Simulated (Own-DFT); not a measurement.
# Computed records: Si$_{3}$Ge (diamond-structure random alloy, atoms displaced), InGa$_{3}$As$_{4}$ (zincblende random alloy, strained, atoms displaced), Si$_{3}$Ge (layered order of Si and Ge on the diamond lattice, atoms displaced), SiGe (layered order of Si and Ge on the diamond lattice, atoms displaced)

Computed with Own-DFT development build. A calculation, not a measurement: plane-wave PBEsol density functional theory by an unreviewed code, no spin, of a simulated periodic cell, stress positive in tension, free energy of the whole cell less one offset for each atom, forces on such cells passed a denser k mesh, this cell's mesh not checked; offsets are fitted by least squares, one for each functional and potential file, so energies compare only between cells with the same atoms and settings and are not formation energies; the far tail of each file's local potential was reset to the Coulomb form; each entry is a single point on an unrelaxed cell, so the pressure reflects the starting lattice, mostly measured values, from which strain is counted, and rises with the displacements; printed positions are rounded, which can move forces by about a meV/angstrom; the program is a retired in-house code; no spin-orbit coupling.

Common to all runs: functional PBEsol; potential files PseudoDojo norm-conserving, scalar-relativistic, made for PBE, standard set; wave cutoff 42 hartree; occupations Fermi-Dirac; smearing width 0.1 eV; k mesh 3 x 3 x 3 centred on Gamma.

(1) Si$_{3}$Ge (diamond-structure random alloy, atoms displaced)

```xyz
64
Lattice="10.9755 0.0000 0.0000 0.0000 10.9755 0.0000 0.0000 0.0000 10.9755" Properties=species:S:1:pos:R:3 Si3Ge
Si     0.1237     0.0179     0.0013
Si    10.8342     2.7292     2.8089
Si     2.6693    10.9478     2.8822
Si     2.7791     2.8619     0.0211
Si     1.3408     1.3655     1.3640
Si     1.4548     4.1134     4.0730
Si     4.1247     1.4324     4.1297
Si     4.1117     4.0886     1.3780
Si    10.9366    10.9360     5.5671
Si     0.0522     2.7576     8.2926
Ge     2.7408    10.8378     8.2021
Si     2.6729     2.7798     5.4075
Si     1.3605     1.3937     6.9060
Si     1.3654     4.1272     9.6729
Si     4.0657     1.5420     9.5459
Si     3.9933     4.1651     6.9127
Ge    10.9584     5.5909     0.1254
Ge     0.0265     8.4304     2.7539
Si     2.7735     5.4641     2.7223
Ge     2.6901     8.2339     0.0352
Si     1.4399     6.8648     1.4187
Si     1.3693     9.5298     4.1663
Si     4.1730     6.7791     4.0842
Ge     4.0268     9.6459     1.4483
Si    10.8482     5.5550     5.5370
Si    10.9357     8.3305     8.3174
Ge     2.7086     5.4399     8.1691
Si     2.7335     8.3457     5.4306
Si     1.3049     6.8448     6.9423
Ge     1.3216     9.5542     9.4801
Si     4.1435     6.8463     9.6231
Si     4.2276     9.5304     6.9409
Si     5.4593    10.9424    10.8469
Ge     5.4187     2.6984     2.7909
Si     8.2057    10.9306     2.8160
Ge     8.2750     2.6821    10.9226
Si     6.9325     1.4034     1.4294
Ge     6.7902     4.1595     4.1920
Si     9.6527     1.4359     4.0837
Si     9.5286     4.2029     1.3827
Si     5.4562     0.0847     5.4298
Ge     5.3838     2.8012     8.2403
Si     8.1994     0.1178     8.3147
Ge     8.1382     2.6714     5.3980
Si     6.9359     1.3617     6.8608
Si     6.8371     4.0180     9.5614
Si     9.6173     1.5023     9.6147
Si     9.5523     4.1019     6.8431
Ge     5.4345     5.5425     0.1008
Ge     5.4783     8.1872     2.6234
Si     8.2815     5.4214     2.7159
Si     8.1667     8.1241     0.0055
Si     6.8030     6.8100     1.3580
Si     6.7918     9.5671     4.0953
Si     9.4818     6.8536     4.1417
Si     9.6968     9.5032     1.3972
Si     5.4630     5.4688     5.3757
Si     5.3563     8.2351     8.2470
Ge     8.2091     5.3786     8.2820
Si     8.2694     8.2601     5.5709
Ge     6.9002     6.8874     6.8859
Si     6.9355     9.5631     9.5932
Si     9.5594     6.8839     9.5545
Si     9.5514     9.5475     6.9170
```

| Item | Value |
| --- | --- |
| hardware | one NVIDIA H100 |
| free energy of cell above offsets | 0.206 eV |
| pressure | 1.47 GPa |
| stress xx | -1.57 GPa |
| stress yy | -1.3 GPa |
| stress zz | -1.54 GPa |
| stress yz | 0.78 GPa |
| stress xz | -0.15 GPa |
| stress xy | 0.14 GPa |
| wall time | 387.3 s |

Force:
```
element  x (eV/Å)  y (eV/Å)  z (eV/Å)
     Si    -1.651    -0.375    -0.553
     Si     2.077       1.6     -1.86
     Si     0.114     1.063    -0.466
     Si    -0.819    -1.234     0.026
     Si     0.695     0.794     0.964
     Si    -2.185     0.708    -0.014
     Si    -1.541     -0.95     0.502
     Si    -0.004     0.387     0.553
     Si     0.167     0.471     -0.32
     Si    -0.401     0.608    -0.699
     Ge     0.804     2.014    -0.351
     Si     0.719    -0.566     1.506
     Si     0.099    -0.496    -0.667
     Si    -0.352     0.454     0.053
     Si    -0.623    -2.391     1.127
     Si     1.411    -0.944    -2.571
     Ge    -0.059    -0.268    -1.092
     Ge     0.431    -3.591     0.875
     Si     0.132     0.067     0.081
     Ge     0.445    -0.221    -0.789
     Si    -0.624     0.388     0.839
     Si    -0.479     2.177     0.622
     Si     -1.17     1.278    -0.233
     Ge       0.4     0.712    -0.967
     Si     1.069    -0.598    -0.474
     Si    -1.208     -2.31    -1.748
     Ge     -0.67     1.298     1.933
     Si     1.237    -2.369      1.61
     Si    -0.215      1.28    -1.039
     Ge     0.803     1.025     2.538
     Si    -1.105     0.048    -0.099
     Si    -1.359     1.703    -2.646
     Si     0.156     1.038      1.01
     Ge     1.139     0.718    -1.075
     Si     0.872     0.129    -0.653
     Ge    -1.098     1.479     1.388
     Si     -0.87    -1.251    -0.584
     Ge     0.842    -0.656    -1.822
     Si    -1.229    -2.477     1.276
     Si     1.082    -1.727    -0.602
     Si     0.688    -1.061     1.117
     Ge     1.119    -0.132    -1.567
     Si     0.809    -1.042    -0.235
     Ge     1.294     0.532     0.844
     Si    -1.766    -0.092     0.073
     Si    -0.447     0.826     1.439
     Si     1.469    -2.152    -0.396
     Si     0.542    -0.772    -0.101
     Ge     0.329    -1.504    -1.507
     Ge    -0.113     0.134     1.232
     Si    -1.862     1.351     0.977
     Si     0.852     0.571      0.19
     Si     1.696    -0.017     0.624
     Si     0.345     0.126     0.695
     Si     0.953     0.638    -0.422
     Si    -2.276      2.23    -1.965
     Si    -0.674     0.781     2.877
     Si     2.625    -1.107     1.153
     Ge      0.22     0.615    -0.316
     Si    -1.047    -0.036    -1.192
     Ge    -1.175    -0.455    -0.121
     Si    -1.064     0.173    -0.108
     Si     0.221    -0.216     0.711
     Si      0.23     1.591     0.418
```

(2) InGa$_{3}$As$_{4}$ (zincblende random alloy, strained, atoms displaced)

```xyz
64
Lattice="11.6442 -0.1965 0.1987 -0.1965 11.7381 -0.0656 0.1987 -0.0656 11.4594" Properties=species:S:1:pos:R:3 InGa3As4
Ga    11.8315    -0.2539    11.6376
In     0.0014     2.9023     2.8068
Ga     2.9619    -0.0219     2.8879
Ga     2.8620     2.8813     0.0376
As     1.4848     1.5078     1.3994
As     1.4199     4.3876     4.2816
As     4.4428     1.3681     4.4345
As     4.3474     4.3540     1.5239
Ga    11.7338    -0.2047     5.9295
Ga     0.1104     2.8347     8.6142
Ga     2.9564    -0.0773     8.6013
In     2.9699     2.9431     5.7722
As     1.5090     1.4118     7.2495
As     1.5185     4.2788     9.9351
As     4.4991     1.3184    10.1614
As     4.5386     4.3265     7.1757
Ga    11.7261     5.7177    11.5669
Ga    11.4748     8.5475     2.9293
In     2.8118     5.7648     2.8599
Ga     2.7225     8.5600     0.0599
As     1.3041     7.3533     1.4164
As     1.3231    10.2476     4.2728
As     4.3324     7.2671     4.2396
As     4.2191    10.0564     1.3569
In    11.6268     5.6730     5.9030
Ga    11.5912     8.5252     8.6808
Ga     2.9821     5.7936     8.5610
Ga     2.9467     8.7240     5.6755
As     1.4885     7.3448     7.1672
As     1.5431    10.1206     9.9902
As     4.4224     7.1691    10.0414
As     4.3788    10.1787     7.1905
Ga     5.7523    -0.0807     0.1493
Ga     5.8985     2.7614     2.8461
Ga     8.5975    11.5694     2.9553
In     8.6989     2.8714     0.1342
As     7.2443     1.4142     1.5014
As     7.3509     4.2206     4.4390
As    10.2119     1.2175     4.4641
As    10.0983     4.2811     1.5148
In     5.6522    11.5933     5.8635
Ga     5.9315     2.7527     8.6996
Ga     8.6962    11.5294     8.6988
Ga     8.7142     2.6924     5.8472
As     7.4616     1.2846     7.3143
As     7.3565     4.2264    10.0925
As    10.3291     1.1716    10.1534
As    10.1426     4.1579     7.3477
In     5.9175     5.7125    11.4259
Ga     5.7386     8.6511     2.9981
Ga     8.6573     5.7866     2.9772
Ga     8.6585     8.6418     0.1597
As     7.0923     7.1252     1.4509
As     7.1817    10.1277     4.3045
As    10.1210     7.1031     4.4061
As    10.0040    10.0640     1.5369
In     5.9375     5.7502     5.8064
Ga     5.8125     8.7177     8.6621
Ga     8.7487     5.7112     8.7291
Ga     8.7276     8.6448     5.9182
As     7.2400     7.2058     7.1896
As     7.2828    10.1561     9.9928
As    10.2797     7.0665    10.0772
As    10.1674    10.0536     7.3486
```

| Property | Result |
| --- | --- |
| hardware | one NVIDIA H200 |
| free energy of cell above offsets | -4.648 eV |
| pressure | 0.11 GPa |
| stress xx | -0.07 GPa |
| stress yy | 0.41 GPa |
| stress zz | -0.67 GPa |
| stress yz | -0.45 GPa |
| stress xz | 2.2 GPa |
| stress xy | -2.47 GPa |
| wall time | 935.3 s |

Force:
```
element  x (eV/Å)  y (eV/Å)  z (eV/Å)
     Ga     0.404    -0.247    -0.291
     In    -0.701     0.685    -0.171
     Ga     0.194    -0.297    -0.104
     Ga     0.336     0.804    -0.425
     As     0.384    -1.676    -0.348
     As    -0.262    -0.899     0.818
     As     0.001     0.056    -1.742
     As     0.108    -1.924    -0.401
     Ga    -0.026    -0.128     0.075
     Ga     -0.75     0.333    -0.343
     Ga     0.688    -0.143     0.303
     In    -0.355    -0.117    -0.134
     As    -0.202    -0.532    -0.264
     As     0.516     0.583     0.866
     As    -0.141    -0.065    -0.575
     As    -0.879    -0.673     2.132
     Ga     0.161    -0.727    -0.198
     Ga    -0.032     0.765      0.69
     In     0.145     1.063    -0.536
     Ga     0.738     1.297    -1.199
     As    -0.779    -0.764     0.027
     As     0.149     -0.36    -0.306
     As    -0.121     0.018     1.158
     As    -0.095     0.363     1.007
     In    -0.227     0.067     0.405
     Ga      0.72     0.661     0.369
     Ga    -0.073    -0.219    -0.134
     Ga    -0.306     0.425      0.15
     As     0.707     0.069     0.101
     As    -0.823    -0.194     0.279
     As    -0.855     0.825    -0.667
     As    -2.433    -2.095     1.934
     Ga     0.353    -0.195    -0.541
     Ga    -0.833     0.826      1.24
     Ga    -0.345     0.114    -0.402
     In     -0.18    -0.413    -1.392
     As    -0.038    -2.019     0.576
     As     0.431    -0.886    -1.408
     As    -0.425    -0.376     0.778
     As     1.079     1.612     1.179
     In     1.835     1.295    -1.758
     Ga     0.002     0.029    -0.148
     Ga     0.196     0.281    -0.582
     Ga     0.621     0.449    -0.043
     As    -0.107     0.224     0.734
     As     0.418    -0.518    -1.217
     As     0.502     -0.18     0.284
     As    -0.037    -0.691     0.395
     In    -0.675    -0.365    -0.213
     Ga     0.409     0.625    -1.312
     Ga    -0.205    -0.502    -0.387
     Ga    -0.767    -0.334    -0.877
     As     1.603     1.596     1.624
     As     0.485     -0.55     0.473
     As    -0.525     1.021    -0.183
     As     0.515     0.471     0.267
     In    -0.821     0.376    -1.674
     Ga    -0.011     -0.15    -0.272
     Ga    -0.192    -0.135     -0.54
     Ga    -0.059      0.22    -0.844
     As     1.407     1.317     2.057
     As    -0.272    -0.567     1.454
     As    -0.512     0.344     0.648
     As    -0.042     0.128    -0.394
```

(3) Si$_{3}$Ge (layered order of Si and Ge on the diamond lattice, atoms displaced)

```xyz
64
Lattice="10.9755 0.0000 0.0000 0.0000 10.9755 0.0000 0.0000 0.0000 10.9755" Properties=species:S:1:pos:R:3 Si3Ge
Ge    10.9731     0.0102    10.9520
Si    10.9605     2.7730     2.7401
Si     2.7691    10.9709     2.7402
Ge     2.7633     2.7834     0.0331
Ge     1.3829     1.4010     1.3569
Si     1.3277     4.1116     4.0988
Si     4.0775     1.3683     4.0813
Ge     4.1136     4.1125     1.4060
Si    10.9644    10.9273     5.4655
Si    10.9732     2.7665     8.2680
Si     2.7892    10.9743     8.2981
Si     2.7202     2.7489     5.4898
Si     1.3704     1.4005     6.8438
Si     1.3906     4.1189     9.5603
Si     4.1469     1.3769     9.5697
Si     4.1524     4.0963     6.8762
Ge    10.9629     5.5656     0.0363
Si     0.0159     8.1895     2.7371
Si     2.7515     5.5033     2.6736
Ge     2.7699     8.1972     0.0149
Ge     1.4364     6.8317     1.3483
Si     1.3716     9.5994     4.0798
Si     4.0825     6.8669     4.1265
Ge     4.1500     9.6649     1.4142
Si    10.9339     5.4730     5.4909
Si     0.0125     8.2517     8.2576
Si     2.7150     5.4584     8.2574
Si     2.7227     8.2363     5.5204
Si     1.3561     6.8541     6.8474
Si     1.4186     9.6061     9.6294
Si     4.1195     6.8576     9.6701
Si     4.1891     9.6170     6.8298
Ge     5.5130     0.0513     0.0243
Si     5.4596     2.7792     2.7089
Si     8.2550    10.9510     2.7520
Ge     8.2455     2.7458     0.0036
Ge     6.8326     1.3877     1.3868
Si     6.7847     4.0557     4.0927
Si     9.5883     1.3705     4.1408
Ge     9.6031     4.1069     1.3579
Si     5.4476     0.0409     5.5138
Si     5.5080     2.7033     8.2497
Si     8.2548     0.0404     8.2175
Si     8.2714     2.7711     5.5054
Si     6.8492     1.3919     6.8365
Si     6.8315     4.1216     9.5639
Si     9.6338     1.2757     9.6222
Si     9.5526     4.1047     6.8536
Ge     5.4742     5.4511    10.9446
Si     5.4361     8.2080     2.7308
Si     8.2360     5.5266     2.7628
Ge     8.2656     8.2086     0.0247
Ge     6.8848     6.8855     1.3951
Si     6.8256     9.5726     4.0532
Si     9.6057     6.8878     4.0846
Ge     9.5823     9.6699     1.3508
Si     5.4594     5.5256     5.5097
Si     5.4601     8.2147     8.2140
Si     8.2526     5.4864     8.2488
Si     8.2170     8.2684     5.4758
Si     6.8373     6.8741     6.7955
Si     6.7721     9.6162     9.5818
Si     9.5928     6.8556     9.6271
Si     9.6054     9.6212     6.8379
```

| Property | Result |
| --- | --- |
| hardware | one NVIDIA H100 |
| free energy of cell above offsets | -4.043 eV |
| pressure | 0.72 GPa |
| stress xx | -0.73 GPa |
| stress yy | -0.71 GPa |
| stress zz | -0.7 GPa |
| stress yz | -0.1 GPa |
| stress xz | -0.15 GPa |
| stress xy | -0.59 GPa |
| wall time | 393 s |

Force:
```
element  x (eV/Å)  y (eV/Å)  z (eV/Å)
     Ge      0.87    -0.403      0.11
     Si    -0.071    -0.592     0.432
     Si    -0.735     0.206     0.351
     Ge     -0.03    -0.339    -1.307
     Ge    -0.183     -0.25     0.713
     Si     0.509     0.397     0.069
     Si      0.25     0.445     0.413
     Ge     0.119     0.439    -0.116
     Si     0.375     0.627     0.045
     Si    -0.293    -0.531    -0.428
     Si    -0.269    -0.026    -1.117
     Si     0.285     0.219    -0.266
     Si    -0.135    -0.598     0.478
     Si    -0.569     0.179     0.752
     Si    -0.304     0.219     0.603
     Si    -0.455     0.117     0.072
     Ge     0.267    -1.126    -1.046
     Si      0.05       0.6    -0.167
     Si    -0.061    -0.404     1.714
     Ge     0.248     1.072    -0.167
     Ge     -0.69     0.599     0.715
     Si     0.085    -0.217     0.222
     Si    -0.197    -0.076    -0.076
     Ge    -0.262    -0.625    -0.292
     Si     0.089     0.224    -0.159
     Si    -0.122    -0.082    -0.219
     Si     0.698     0.573    -0.489
     Si     0.169     0.303    -0.317
     Si    -0.096    -0.178     0.379
     Si    -0.221    -0.198    -0.378
     Si    -0.134    -0.249    -1.457
     Si    -1.099     -0.21     0.594
     Ge    -0.422    -0.335    -0.898
     Si     -0.07    -0.926     0.807
     Si    -0.712     0.602     0.564
     Ge    -0.249    -0.293    -0.928
     Ge     0.822     0.183     0.747
     Si     0.869     1.038     0.555
     Si     0.296    -0.019    -0.249
     Ge     -0.07     0.606     0.684
     Si     0.693    -0.108    -1.011
     Si     0.012     0.386    -0.483
     Si    -0.665    -0.624    -0.087
     Si    -1.036    -0.411    -0.557
     Si     0.467    -0.001     0.132
     Si     0.562    -0.279    -0.101
     Si    -0.489     1.511    -0.806
     Si     0.759      0.31     0.579
     Ge     0.512     0.337     0.312
     Si     0.285    -0.009     0.513
     Si    -0.301    -0.832     0.383
     Ge    -0.735     0.799    -0.986
     Ge    -0.572    -0.516     0.103
     Si    -0.059     0.448     0.638
     Si    -0.113    -0.161     0.649
     Ge     0.653    -0.892     0.643
     Si     0.014     -0.71    -0.548
     Si     0.111    -0.185     0.091
     Si    -0.603     0.276    -0.437
     Si     0.066    -0.114    -0.271
     Si     0.573     0.003     0.837
     Si     1.171    -0.216    -0.213
     Si     0.242     0.287    -0.754
     Si    -0.099    -0.271     0.431
```

(4) SiGe (layered order of Si and Ge on the diamond lattice, atoms displaced)

```xyz
64
Lattice="11.0890 0.0000 0.0000 0.0000 11.0890 0.0000 0.0000 0.0000 11.0890" Properties=species:S:1:pos:R:3 SiGe
Ge     0.0124     0.0463     0.0128
Ge    11.0531     2.7955     2.7147
Ge     2.7858     0.0020     2.7610
Ge     2.7632     2.7243    11.0663
Ge     1.3720     1.3688     1.4305
Ge     1.4348     4.1419     4.2043
Ge     4.1532     1.3444     4.1591
Ge     4.2008     4.1820     1.3587
Si    11.0720    11.0695     5.5682
Si     0.0232     2.7139     8.2954
Si     2.7798     0.0033     8.3151
Si     2.7921     2.8103     5.5394
Si     1.3619     1.3709     6.9422
Si     1.3781     4.1516     9.7470
Si     4.1772     1.3640     9.6988
Si     4.1682     4.1345     6.9454
Ge     0.0152     5.5572    11.0658
Ge     0.0181     8.3177     2.7333
Ge     2.7489     5.5054     2.7840
Ge     2.7443     8.3272    11.0830
Ge     1.4427     6.9043     1.3435
Ge     1.4220     9.6877     4.1691
Ge     4.1668     6.9198     4.1774
Ge     4.2080     9.7559     1.4089
Si     0.0155     5.5022     5.5262
Si    11.0748     8.3169     8.3458
Si     2.7614     5.5618     8.2844
Si     2.7725     8.3815     5.5119
Si     1.3311     6.9757     6.9602
Si     1.3687     9.6915     9.7160
Si     4.1375     6.9754     9.6856
Si     4.1574     9.6884     6.8795
Ge     5.4647     0.0023    11.0631
Ge     5.5542     2.7947     2.7988
Ge     8.3237     0.0321     2.7539
Ge     8.3064     2.7680    11.0765
Ge     6.9401     1.3873     1.3658
Ge     6.9671     4.1385     4.1674
Ge     9.7181     1.3947     4.1506
Ge     9.7565     4.1656     1.3648
Si     5.5935    11.0517     5.5658
Si     5.5297     2.8231     8.3540
Si     8.2637     0.0154     8.2922
Si     8.3462     2.7720     5.5732
Si     6.9719     1.4045     6.8817
Si     6.8795     4.1884     9.7593
Si     9.7321     1.3830     9.7429
Si     9.7337     4.1754     6.9079
Ge     5.5284     5.5615     0.0403
Ge     5.5743     8.3659     2.7187
Ge     8.2849     5.5087     2.7659
Ge     8.2992     8.3339    11.0865
Ge     6.9177     6.9461     1.4443
Ge     6.9977     9.6339     4.1487
Ge     9.7743     6.9156     4.1541
Ge     9.6804     9.6411     1.3276
Si     5.6117     5.5194     5.5432
Si     5.6065     8.3790     8.2814
Si     8.3589     5.5835     8.2722
Si     8.3154     8.3020     5.5573
Si     6.8811     6.9196     6.9529
Si     6.9181     9.6833     9.6451
Si     9.7058     6.9755     9.6766
Si     9.7237     9.7023     6.8985
```

| Item | Value |
| --- | --- |
| hardware | one NVIDIA H100 |
| free energy of cell above offsets | -2.551 eV |
| pressure | 0.66 GPa |
| stress xx | -0.63 GPa |
| stress yy | -0.68 GPa |
| stress zz | -0.68 GPa |
| stress yz | 0.44 GPa |
| stress xz | -0.32 GPa |
| stress xy | 0.18 GPa |
| wall time | 488.9 s |

Force:
```
element  x (eV/Å)  y (eV/Å)  z (eV/Å)
     Ge    -0.115    -0.843    -0.369
     Ge     0.778    -0.154     1.143
     Ge    -0.203    -0.133     0.313
     Ge     0.236     0.286     0.047
     Ge     0.285     0.312    -0.292
     Ge    -0.764    -0.175    -0.295
     Ge     0.398     0.396     0.738
     Ge    -0.815    -0.739     0.461
     Si     0.426     0.211    -0.161
     Si    -0.343     0.764     0.506
     Si     -0.02    -0.327    -0.098
     Si     0.136    -1.018     0.791
     Si     0.578    -0.004     -0.42
     Si     0.204    -0.168    -1.254
     Si    -0.476     0.442    -0.845
     Si         0     0.558    -0.188
     Ge    -0.205     0.275    -0.523
     Ge     0.274     -0.18     0.001
     Ge     0.598      0.29    -0.141
     Ge     0.746     0.397    -0.259
     Ge    -0.489     0.045     0.544
     Ge    -0.684     0.548    -0.084
     Ge     0.152     0.176     0.058
     Ge    -0.952    -0.618    -0.437
     Si     0.232      0.54     0.642
     Si    -0.011     0.499    -0.268
     Si    -0.073    -0.051     0.342
     Si      0.09    -1.178     0.897
     Si     0.522    -0.306    -0.579
     Si     0.059     0.484    -0.535
     Si     0.441    -0.143    -0.548
     Si     0.158      0.44     0.571
     Ge     1.362    -0.002    -0.514
     Ge    -0.147    -0.395    -0.267
     Ge     0.157    -0.662    -0.006
     Ge     0.275      0.28    -0.403
     Ge    -0.524    -0.021     0.044
     Ge    -0.024    -0.188     0.638
     Ge     0.007    -0.007      0.51
     Ge    -1.053     0.369    -0.387
     Si    -0.088     0.101    -0.184
     Si     0.377    -0.645    -0.265
     Si     0.909    -0.054     0.188
     Si     0.218     0.153     -0.04
     Si    -0.707     0.163      0.67
     Si     0.785     0.167    -0.963
     Si    -0.595     0.042    -1.142
     Si    -0.024    -0.388     0.382
     Ge     0.082     0.858    -0.941
     Ge     -0.48    -0.426     1.055
     Ge     0.916     0.384      0.12
     Ge    -0.487     -0.66    -0.893
     Ge     0.322    -0.258    -0.792
     Ge    -0.259     0.839     0.363
     Ge    -0.764    -0.086     0.289
     Ge     0.453      1.14     0.631
     Si    -0.716     0.036     0.463
     Si    -1.158    -0.741     0.011
     Si    -0.502    -0.361     0.526
     Si     0.448    -0.586     0.459
     Si     0.742     0.148    -0.288
     Si     0.122     0.709      0.38
     Si    -0.214    -0.431    -0.007
     Si    -0.596    -0.106     0.607
```
